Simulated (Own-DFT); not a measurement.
# Misfit strain and the stress it brings: wurtzite GaN, 72 atoms (Ga36N36)

Everything here is calculated. The program is Own-DFT (plane waves, in-house, since retired, never reviewed by a person); positions were held fixed, and spin and spin-orbit coupling were off.

Method: PBE; PseudoDojo norm-conserving scalar-relativistic files (stringent for Ga); cutoff 96 hartree; 4 x 4 x 3 k mesh centred on Gamma; Gaussian smearing of 0.01 eV.

Caveats: forces not confirmed at this smearing and k mesh; stress not checked against mesh or cutoff.

Unstrained cell vectors in Å: (9.567, 0.000, 0.000); (-4.784, 8.285, 0.000); (0.000, 0.000, 10.370). The unstrained cell has measured lattice constants (interpolated for alloys), not those of this functional. That, the random moves and any unrelaxed bonds set the pressure at no strain. Each run strains x and y alike by e, as a substrate would, and holds the height along z. Each coordinate of each atom was shifted by a normal deviate of width 0.05 Å. Stress is positive in tension.

| e (%) | u (Å) | (s_xx + s_yy)/2 (GPa) | s_zz (GPa) |
|---|---|---|---|
| -2.75 | 0.048 | -24.18 | -11.88 |
| -1.25 | 0.053 | -15.26 | -7.75 |
| -1.00 | 0.049 | -12.38 | -8.98 |
| -0.25 | 0.055 | -9.71 | -6.02 |
| 1.00 | 0.051 | ? | ? |
| 2.00 | 0.048 | 3.14 | -5.65 |
| 2.25 | 0.050 | 3.14 | -2.76 |
| 2.50 | 0.046 | 5.32 | -4.66 |
| 2.75 | 0.047 | 6.35 | -4.75 |
| 3.00 | 0.051 | 6.56 | -3.04 |

## Analysis

With e as a fraction, the in-plane stress is -7.6 + 549 e - 1931 e² GPa (errors 13 and 850, scatter 0.69), and s_zz is -7.2 + 127 e GPa (slope ± 20, scatter 1.20). At e = 0 the first slope is C11 + C12 and the second 2 C13, both with the ions held to the strained lattice and at the cell's own pressure. A free layer would change its height as e changes, and the in-plane slope would drop by 2 C13²/C33 to the biaxial modulus. At fixed height, a misfit of 1 % moves the in-plane stress by about 5.5 GPa and s_zz by 1.3 GPa.

## Test on the hidden row

Question: what are the two stresses at e = 1.00 %?

Estimate: -2.3 and -5.9 GPa. Computed: -2.36 and -5.40 GPa.
